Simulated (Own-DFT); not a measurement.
Simulation results for AlGa3N4 (wurtzite random alloy, strained, atoms displaced)

Computed with Own-DFT development build. A calculation, not a measurement: plane-wave PBE density functional theory by an unreviewed code, no spin, of a simulated periodic cell, stress positive in tension, free energy of the whole cell less one offset for each atom, forces on such cells passed a denser k mesh, this cell's mesh not checked; offsets are fitted by least squares, one for each functional and potential file, so energies compare only between cells with the same atoms and settings and are not formation energies; the far tail of each file's local potential was reset to the Coulomb form; each entry is a single point on an unrelaxed cell, so the pressure reflects the starting lattice, mostly measured values, from which strain is counted, and rises with the displacements; printed positions are rounded, which can move forces by about a meV/angstrom; the program is a retired in-house code; no spin-orbit coupling.

Settings shared by all entries: functional PBE; potential files PseudoDojo norm-conserving, scalar-relativistic, standard set with the stringent files for Ga; wave cutoff 96 hartree; occupations Gaussian; smearing width 0.01 eV; k mesh 4 x 4 x 3 centred on Gamma.

(1) AlGa3N4 (wurtzite random alloy, strained, atoms displaced)

```cif
# cell vector a (Å): 9.5092 0.0000 0.0000
# cell vector b (Å): -4.7546 8.2353 0.0000
# cell vector c (Å): 0.0000 0.0000 10.1401
data_AlGa3N4
_symmetry_space_group_name_H-M 'P 1'
_symmetry_Int_Tables_number 1
_cell_length_a 9.5092
_cell_length_b 9.5093
_cell_length_c 10.1401
_cell_angle_alpha 90.000
_cell_angle_beta 90.000
_cell_angle_gamma 120.000
_cell_volume 794.08
loop_
_atom_site_label
_atom_site_type_symbol
_atom_site_fract_x
_atom_site_fract_y
_atom_site_fract_z
_atom_site_occupancy
Ga1 Ga 0.10996 0.22234 0.99722 1
Ga2 Ga 0.23087 0.12112 0.23992 1
N1 N 0.12030 0.22022 0.18471 1
N2 N 0.22130 0.11288 0.44250 1
Ga3 Ga 0.11825 0.21454 0.48856 1
Ga4 Ga 0.21070 0.10718 0.74751 1
N3 N 0.10999 0.23137 0.68624 1
N4 N 0.21857 0.09867 0.94277 1
Al1 Al 0.11136 0.56508 0.99680 1
Ga5 Ga 0.22683 0.45646 0.25330 1
N5 N 0.11341 0.56049 0.19452 1
N6 N 0.22618 0.44212 0.43983 1
Ga6 Ga 0.09916 0.55342 0.49655 1
Ga7 Ga 0.22632 0.45139 0.74896 1
N7 N 0.10746 0.55443 0.69170 1
N8 N 0.22416 0.43063 0.94427 1
Al2 Al 0.10751 0.89665 0.99875 1
Ga8 Ga 0.23285 0.78003 0.24684 1
N9 N 0.11509 0.89387 0.18613 1
N10 N 0.22131 0.77951 0.43279 1
Ga9 Ga 0.11410 0.88835 0.49827 1
Ga10 Ga 0.21430 0.77367 0.74994 1
N11 N 0.11070 0.90247 0.68665 1
N12 N 0.22137 0.78253 0.92804 1
Ga11 Ga 0.44646 0.22480 0.00332 1
Al3 Al 0.55312 0.11904 0.25570 1
N13 N 0.44576 0.22717 0.18879 1
N14 N 0.56168 0.11587 0.44115 1
Al4 Al 0.43388 0.21908 0.50032 1
Al5 Al 0.55359 0.11279 0.75293 1
N15 N 0.43931 0.22021 0.69678 1
N16 N 0.56307 0.11964 0.94247 1
Al6 Al 0.44595 0.55017 0.99901 1
Al7 Al 0.54960 0.43729 0.25337 1
N17 N 0.43984 0.54934 0.18860 1
N18 N 0.55456 0.45482 0.43381 1
Ga12 Ga 0.45212 0.55897 0.50368 1
Ga13 Ga 0.55651 0.44083 0.75848 1
N19 N 0.43544 0.54355 0.69096 1
N20 N 0.55159 0.44300 0.93551 1
Ga14 Ga 0.43652 0.88605 0.00508 1
Ga15 Ga 0.55405 0.77135 0.24787 1
N21 N 0.44967 0.89726 0.18543 1
N22 N 0.56150 0.78157 0.43756 1
Ga16 Ga 0.45693 0.89679 0.49707 1
Ga17 Ga 0.56634 0.78457 0.75563 1
N23 N 0.44397 0.88778 0.68718 1
N24 N 0.55516 0.78013 0.94171 1
Ga18 Ga 0.77667 0.22056 0.99621 1
Ga19 Ga 0.89148 0.11383 0.24853 1
N25 N 0.76714 0.21697 0.18865 1
N26 N 0.88896 0.11668 0.43872 1
Al8 Al 0.78266 0.22717 0.49795 1
Ga20 Ga 0.88074 0.10867 0.74204 1
N27 N 0.77490 0.21955 0.68742 1
N28 N 0.87936 0.10004 0.93832 1
Ga21 Ga 0.78941 0.55312 0.00686 1
Ga22 Ga 0.88884 0.44174 0.24573 1
N29 N 0.77416 0.55530 0.19076 1
N30 N 0.88199 0.44448 0.43925 1
Ga23 Ga 0.78263 0.54870 0.49554 1
Ga24 Ga 0.88994 0.44497 0.74042 1
N31 N 0.77505 0.55370 0.68899 1
N32 N 0.88488 0.43923 0.93969 1
Ga25 Ga 0.77253 0.88410 0.00850 1
Ga26 Ga 0.88316 0.77957 0.25745 1
N33 N 0.78606 0.88785 0.19364 1
N34 N 0.88211 0.76943 0.44008 1
Ga27 Ga 0.77548 0.88167 0.50539 1
Al9 Al 0.88409 0.77751 0.74736 1
N35 N 0.76119 0.88458 0.69561 1
N36 N 0.88611 0.77322 0.93724 1
```

* free energy of cell above offsets: -8.647 eV
* pressure: 9.67 GPa
* stress xx: -8.38 GPa
* stress yy: -7.84 GPa
* stress zz: -12.78 GPa
* stress yz: 0.18 GPa
* stress xz: 0.96 GPa
* stress xy: 0.23 GPa

Force:
```csv
element,x (eV/Å),y (eV/Å),z (eV/Å)
Ga,-0.137,-2.139,-0.099
Ga,-0.25,-2.145,1.327
N,-2.578,1.355,0.781
N,2.948,-1.4,-1.729
Ga,-3.528,2.128,1.965
Ga,0.316,2.536,1.238
N,-0.083,-1.339,-0.167
N,-0.236,2.04,-0.703
Al,0.813,-1.341,0.107
Ga,0.267,-1.79,-0.401
N,-0.373,-0.419,-2.185
N,-0.992,0.729,0.299
Ga,2.405,0.463,0.22
Ga,-0.66,-1.279,0.733
N,0.185,0.462,-0.989
N,-1.28,3.878,-0.646
Al,0.275,-2.302,0.447
Ga,-1.815,0.828,-0.04
N,-0.023,-0.655,-0.065
N,0.84,-0.175,1.193
Ga,-0.575,-0.055,-0.347
Ga,0.515,1.396,-2.082
N,-0.63,-3.677,-0.19
N,-0.774,-0.776,3.384
Ga,-0.231,-0.42,-1.462
Al,0.748,-0.762,-0.815
N,1.646,0.284,1.125
N,-1.123,1.329,-0.468
Al,1.442,1.089,0.966
Al,-0.163,-0.47,-0.296
N,0.827,-0.522,-1.718
N,-1.323,-1.502,-1.27
Al,-0.627,0.462,-0.006
Al,0.025,1.613,-0.851
N,1.414,0.407,-0.821
N,1.619,-2.554,0.417
Ga,-1.499,0.181,0.159
Ga,-0.552,-0.035,-2.272
N,1.661,2.143,0.106
N,0.536,0.681,2.934
Ga,0.635,0.946,-2.136
Ga,0.211,0.768,-0.084
N,0.561,0.396,1.995
N,-0.467,-0.469,-0.09
Ga,-0.991,-1.033,0.638
Ga,-4.432,-2.844,0.552
N,-0.239,0.739,0.738
N,-0.443,-1.603,1.079
Ga,0.867,-0.29,0.556
Ga,0.14,0.055,-0.146
N,0.493,0.311,0.533
N,0.116,-0.558,0.501
Al,-0.202,-0.755,0.34
Ga,1.271,0.681,1.095
N,-1.427,0.243,-0.822
N,0.55,0.908,-0.123
Ga,-2.067,0.526,-1.135
Ga,-0.536,0.107,0.028
N,-0.381,-0.606,1.102
N,2.037,-1.999,-0.825
Ga,-3.365,0.981,1.179
Ga,-0.762,-0.718,1.55
N,0.124,1.169,-0.225
N,1.942,1.06,-0.439
Ga,0.679,-0.001,-1.159
Ga,2.424,-0.617,-1.156
N,-2.199,0.61,-0.104
N,0.71,0.986,1.225
Ga,-0.06,1.158,-0.609
Al,0.185,-0.05,0.451
N,5.112,1.088,-1.896
N,0.488,0.565,-0.39
```

(2) AlGa3N4 (wurtzite random alloy, strained, atoms displaced)

```cif
# cell vector a (Å): 9.5092 0.0000 0.0000
# cell vector b (Å): -4.7546 8.2353 0.0000
# cell vector c (Å): 0.0000 0.0000 10.1401
data_AlGa3N4
_symmetry_space_group_name_H-M 'P 1'
_symmetry_Int_Tables_number 1
_cell_length_a 9.5092
_cell_length_b 9.5093
_cell_length_c 10.1401
_cell_angle_alpha 90.000
_cell_angle_beta 90.000
_cell_angle_gamma 120.000
_cell_volume 794.08
loop_
_atom_site_label
_atom_site_type_symbol
_atom_site_fract_x
_atom_site_fract_y
_atom_site_fract_z
_atom_site_occupancy
Ga1 Ga 0.11891 0.22334 0.99710 1
Ga2 Ga 0.23395 0.11712 0.25224 1
N1 N 0.11226 0.22356 0.19294 1
N2 N 0.22100 0.11330 0.43829 1
Ga3 Ga 0.10396 0.22091 0.50074 1
Ga4 Ga 0.22546 0.11007 0.74063 1
N3 N 0.11666 0.22822 0.70214 1
N4 N 0.22001 0.11604 0.93428 1
Al1 Al 0.11842 0.55634 0.99823 1
Ga5 Ga 0.22381 0.44837 0.25305 1
N5 N 0.10504 0.54772 0.19376 1
N6 N 0.22183 0.44759 0.45076 1
Ga6 Ga 0.11285 0.55693 0.50058 1
Ga7 Ga 0.23091 0.45216 0.75232 1
N7 N 0.10179 0.54322 0.68802 1
N8 N 0.22346 0.43875 0.93386 1
Ga8 Ga 0.11277 0.88731 0.99271 1
Ga9 Ga 0.21984 0.78151 0.24454 1
N9 N 0.10710 0.87934 0.18663 1
N10 N 0.22881 0.78408 0.43335 1
Ga10 Ga 0.11664 0.89828 0.49569 1
Ga11 Ga 0.21819 0.77492 0.74784 1
N11 N 0.10647 0.88806 0.68367 1
N12 N 0.21486 0.77423 0.93026 1
Al2 Al 0.44147 0.21895 0.99373 1
Al3 Al 0.54729 0.10931 0.24876 1
N13 N 0.44706 0.22436 0.19330 1
N14 N 0.56064 0.10977 0.43983 1
Al4 Al 0.44308 0.21730 0.49797 1
Ga12 Ga 0.54783 0.11027 0.75336 1
N15 N 0.43806 0.22047 0.69218 1
N16 N 0.55800 0.10632 0.94537 1
Ga13 Ga 0.44367 0.55800 0.99528 1
Ga14 Ga 0.55721 0.44004 0.24108 1
N17 N 0.44362 0.56009 0.18909 1
N18 N 0.55524 0.44751 0.43880 1
Ga15 Ga 0.44563 0.55177 0.50471 1
Ga16 Ga 0.55788 0.45430 0.75612 1
N19 N 0.45520 0.55819 0.68103 1
N20 N 0.54830 0.43961 0.93094 1
Ga17 Ga 0.44120 0.88592 0.00327 1
Ga18 Ga 0.54816 0.77162 0.24843 1
N21 N 0.44834 0.89670 0.18786 1
N22 N 0.56666 0.77980 0.43813 1
Al5 Al 0.45229 0.89360 0.49696 1
Al6 Al 0.55518 0.77407 0.74861 1
N23 N 0.44460 0.88667 0.70051 1
N24 N 0.56809 0.77930 0.93523 1
Ga19 Ga 0.77108 0.21731 0.99767 1
Al7 Al 0.89271 0.11672 0.25340 1
N25 N 0.78154 0.22529 0.19051 1
N26 N 0.89599 0.11498 0.43270 1
Ga20 Ga 0.78717 0.22371 0.48876 1
Ga21 Ga 0.89594 0.10982 0.75327 1
N27 N 0.77981 0.21188 0.69921 1
N28 N 0.88835 0.10733 0.92969 1
Al8 Al 0.77812 0.55743 0.00190 1
Ga22 Ga 0.86962 0.43532 0.24656 1
N29 N 0.78252 0.55289 0.17695 1
N30 N 0.89041 0.44241 0.44691 1
Ga23 Ga 0.77112 0.55409 0.49816 1
Ga24 Ga 0.88448 0.43876 0.74984 1
N31 N 0.76652 0.54323 0.69038 1
N32 N 0.89791 0.46059 0.94074 1
Ga25 Ga 0.77271 0.88949 0.99539 1
Ga26 Ga 0.89632 0.77638 0.23679 1
N33 N 0.77979 0.89448 0.19018 1
N34 N 0.89560 0.78298 0.44042 1
Al9 Al 0.77540 0.89465 0.50674 1
Ga27 Ga 0.88684 0.78574 0.74790 1
N35 N 0.76822 0.87594 0.68856 1
N36 N 0.88399 0.77239 0.93077 1
```

- free energy of cell above offsets: -8.515 eV
- pressure: 9.61 GPa
- stress xx: -8.89 GPa
- stress yy: -6.96 GPa
- stress zz: -12.99 GPa
- stress yz: 0.35 GPa
- stress xz: -0.45 GPa
- stress xy: -0.5 GPa

Force:
```csv
element,x (eV/Å),y (eV/Å),z (eV/Å)
Ga,-1.946,-0.481,0.896
Ga,-2.264,-1.079,-0.623
N,0.088,-0.337,-0.304
N,1.103,1.326,0.563
Ga,1.35,1.013,1.157
Ga,-1.359,-0.394,1.001
N,0.159,-0.605,-2.243
N,2.547,-1.175,0.563
Al,-1.061,-0.601,0.449
Ga,-0.228,-0.552,0.595
N,-0.133,1.018,-1.56
N,0.872,-0.517,-1.436
Ga,-0.596,0.902,-0.257
Ga,-0.266,-0.295,-1.676
N,0.709,1.58,0.447
N,-0.997,1.86,1.709
Ga,-1.274,0.318,0.128
Ga,1.256,-1.616,0.657
N,0.638,2.638,-1.206
N,0.812,0.285,1.178
Ga,0.071,-1.794,-0.063
Ga,-0.224,-0.503,-1.479
N,0.504,-0.03,0.59
N,1.574,-0.528,2.162
Al,0.009,0.146,0.152
Al,1.886,0.387,0.293
N,0.936,-0.96,-2.16
N,-1.385,0.082,-0.695
Al,0.182,0.958,0.566
Ga,1.438,0.152,-0.464
N,1.542,0.905,-1.752
N,-2.62,0.462,-0.251
Ga,0.44,-0.181,0.578
Ga,-0.763,2.049,1.318
N,0.646,-1.364,-0.741
N,0.236,-2.192,-1.05
Ga,-0.424,0.759,-2.333
Ga,0.468,-1.437,-2.415
N,-1.654,0.953,3.068
N,1.146,-0.277,4.213
Ga,0.388,-0.5,-1.452
Ga,1.172,1.824,0.553
N,-0.377,-0.381,0.632
N,-1.612,0.492,0.825
Al,-0.13,-1.129,0.669
Al,-0.39,0.404,-0.093
N,0.446,-0.57,-2.144
N,-3.169,-1.24,-0.818
Ga,2.031,1.64,0.031
Al,0.235,-0.768,-1.813
N,-0.788,-2.482,0.223
N,-0.65,-1.739,0.913
Ga,-0.94,-0.286,2.364
Ga,-0.577,-0.411,-1.765
N,-1.406,0.36,-1.674
N,0.037,0.716,3.405
Al,0.099,-0.149,-3.02
Ga,2.681,1.22,1.32
N,-1.918,0.427,1.236
N,-0.95,0.816,-1.65
Ga,1.12,0.866,0.683
Ga,-0.362,-0.161,0.172
N,1.028,1.467,-0.448
N,0.056,-1.289,0.639
Ga,2.345,0.907,1.334
Ga,-2.558,0.101,2.217
N,0.075,0.118,-0.233
N,-1.371,-0.182,-0.607
Al,1.575,-0.677,-1.705
Ga,1.393,-2.112,-0.733
N,-1.001,1.781,-0.701
N,0.099,0.065,2.068
```

(3) AlGa3N4 (wurtzite random alloy, strained, atoms displaced)

```cif
# cell vector a (Å): 9.5092 0.0000 0.0000
# cell vector b (Å): -4.7546 8.2353 0.0000
# cell vector c (Å): 0.0000 0.0000 10.1401
data_AlGa3N4
_symmetry_space_group_name_H-M 'P 1'
_symmetry_Int_Tables_number 1
_cell_length_a 9.5092
_cell_length_b 9.5093
_cell_length_c 10.1401
_cell_angle_alpha 90.000
_cell_angle_beta 90.000
_cell_angle_gamma 120.000
_cell_volume 794.08
loop_
_atom_site_label
_atom_site_type_symbol
_atom_site_fract_x
_atom_site_fract_y
_atom_site_fract_z
_atom_site_occupancy
Al1 Al 0.10964 0.22610 0.00430 1
Ga1 Ga 0.22563 0.10879 0.24904 1
N1 N 0.11959 0.22325 0.18191 1
N2 N 0.20968 0.10185 0.43933 1
Ga2 Ga 0.10142 0.22077 0.49874 1
Al2 Al 0.21874 0.10326 0.75437 1
N3 N 0.11483 0.22087 0.68047 1
N4 N 0.21742 0.10887 0.94032 1
Ga3 Ga 0.10908 0.55832 0.01143 1
Ga4 Ga 0.22544 0.43781 0.25075 1
N5 N 0.10895 0.56549 0.18509 1
N6 N 0.21375 0.44289 0.44016 1
Ga5 Ga 0.11661 0.56235 0.50028 1
Ga6 Ga 0.21866 0.44563 0.75808 1
N7 N 0.11290 0.56319 0.69449 1
N8 N 0.21957 0.45154 0.94396 1
Ga7 Ga 0.09783 0.88854 0.99873 1
Al3 Al 0.21175 0.77719 0.24695 1
N9 N 0.10446 0.87897 0.19323 1
N10 N 0.21309 0.77105 0.43837 1
Ga8 Ga 0.11194 0.88961 0.50509 1
Ga9 Ga 0.21432 0.77929 0.74139 1
N11 N 0.11530 0.89313 0.68908 1
N12 N 0.22467 0.78941 0.93475 1
Ga10 Ga 0.43645 0.22247 0.99543 1
Ga11 Ga 0.56418 0.10710 0.25094 1
N13 N 0.43716 0.21572 0.18693 1
N14 N 0.56396 0.12178 0.43541 1
Ga12 Ga 0.43926 0.22062 0.49800 1
Ga13 Ga 0.54476 0.10425 0.75086 1
N15 N 0.44155 0.22982 0.69327 1
N16 N 0.55908 0.11209 0.94142 1
Al4 Al 0.45334 0.55110 0.00077 1
Ga14 Ga 0.55332 0.44454 0.24450 1
N17 N 0.44206 0.55896 0.18836 1
N18 N 0.54914 0.44636 0.44445 1
Ga15 Ga 0.44903 0.55709 0.49170 1
Al5 Al 0.55572 0.45357 0.74782 1
N19 N 0.44276 0.55500 0.68604 1
N20 N 0.56380 0.44714 0.94036 1
Ga16 Ga 0.43316 0.87510 0.00637 1
Ga17 Ga 0.56913 0.78624 0.24870 1
N21 N 0.44604 0.89178 0.18924 1
N22 N 0.55782 0.77730 0.43966 1
Ga18 Ga 0.45105 0.88056 0.50322 1
Ga19 Ga 0.54802 0.77996 0.75478 1
N23 N 0.44821 0.88459 0.68917 1
N24 N 0.55303 0.77119 0.93770 1
Al6 Al 0.78049 0.21934 0.99233 1
Ga20 Ga 0.89263 0.11131 0.24840 1
N25 N 0.78556 0.22487 0.18183 1
N26 N 0.88791 0.10776 0.43190 1
Ga21 Ga 0.76815 0.22173 0.50652 1
Al7 Al 0.88952 0.11887 0.75995 1
N27 N 0.77500 0.21573 0.69517 1
N28 N 0.88755 0.10457 0.93666 1
Ga22 Ga 0.77915 0.55533 0.99632 1
Al8 Al 0.88325 0.44200 0.25264 1
N29 N 0.76813 0.55061 0.18668 1
N30 N 0.89558 0.44546 0.43357 1
Al9 Al 0.77611 0.54870 0.49445 1
Ga23 Ga 0.87936 0.43477 0.75015 1
N31 N 0.77892 0.55498 0.69661 1
N32 N 0.88534 0.44262 0.94254 1
Ga24 Ga 0.78387 0.89887 0.00008 1
Ga25 Ga 0.87960 0.77968 0.23989 1
N33 N 0.79215 0.88695 0.18923 1
N34 N 0.89600 0.77276 0.44664 1
Ga26 Ga 0.76856 0.87949 0.49201 1
Ga27 Ga 0.88408 0.76969 0.74976 1
N35 N 0.77810 0.88456 0.68985 1
N36 N 0.88564 0.78601 0.92978 1
```

* free energy of cell above offsets: -8.436 eV
* pressure: 9.65 GPa
* stress xx: -7.79 GPa
* stress yy: -7.57 GPa
* stress zz: -13.58 GPa
* stress yz: -0.2 GPa
* stress xz: -1.01 GPa
* stress xy: 1.22 GPa

Force:
```csv
element,x (eV/Å),y (eV/Å),z (eV/Å)
Al,0.525,0.114,-1.81
Ga,-0.75,-0.958,0.418
N,-0.782,-0.493,0.754
N,0.835,1.524,-0.367
Ga,0.798,-0.097,-0.336
Al,-0.581,1.514,-0.892
N,-0.967,-0.497,3.321
N,-1.412,0.958,-0.587
Ga,-0.331,0.625,-3.546
Ga,-1.546,1.121,0
N,-0.076,-1.137,3.633
N,1.369,0.216,-0.573
Ga,-0.438,-1.277,0.701
Ga,0.496,-0.119,-1.572
N,-0.323,-1.9,-0.821
N,1.716,-1.285,0.961
Ga,1.754,-0.133,0.363
Al,1.646,-0.105,1.056
N,-0.416,1.022,-0.997
N,1.461,2.096,-0.965
Ga,-0.013,-0.372,-0.9
Ga,1.5,0.179,1.652
N,-1.024,0.489,0.762
N,-0.862,-1.224,0.378
Ga,1.658,-0.415,0.302
Ga,-0.966,1.112,-1.296
N,1.44,0.822,0.243
N,-1.274,-1.764,0.885
Ga,-0.656,-0.239,0.47
Ga,-0.023,0.721,0.518
N,0.143,-0.63,0.122
N,0.013,-0.337,0.143
Al,-1.572,0.696,-0.328
Ga,-0.5,-0.971,0.702
N,0.904,0.34,-0.56
N,2.776,-0.628,-1.368
Ga,-2.273,-0.466,1.725
Al,0.337,-0.687,0.122
N,0.006,0.141,0.57
N,-1.982,-0.245,-1.145
Ga,0.613,1.443,-1.484
Ga,-1.446,-0.801,-0.502
N,-0.318,-1.302,1.49
N,-0.527,-0.59,-1.56
Ga,-2.338,1.096,-0.823
Ga,2.619,-1.058,-0.707
N,-2.128,0.913,-0.553
N,0.192,-0.175,2.05
Al,-1.072,0.341,0.808
Ga,0.196,0.86,-0.439
N,-0.132,0.264,-0.067
N,-1.364,-0.328,1.056
Ga,2.45,0.572,-0.631
Al,1.589,-1.784,-3.113
N,0.034,-0.265,-0.161
N,0.068,3.05,0.968
Ga,0.237,0.632,0.161
Al,0.615,0.391,-1.436
N,1.565,0.264,0.536
N,-1.682,-0.373,0.959
Al,0.135,0.824,0.835
Ga,0.722,1.419,0.469
N,-0.877,-1.547,-2.096
N,0.924,-0.756,-0.218
Ga,-0.919,-2.386,-0.585
Ga,5.191,-3.232,3.35
N,-4.97,2.766,-1.527
N,-2.038,-1.169,-1.328
Ga,2.834,1.406,2.202
Ga,-0.154,1.55,-1.637
N,-0.975,1.474,-0.037
N,0.344,-1.21,2.281
```
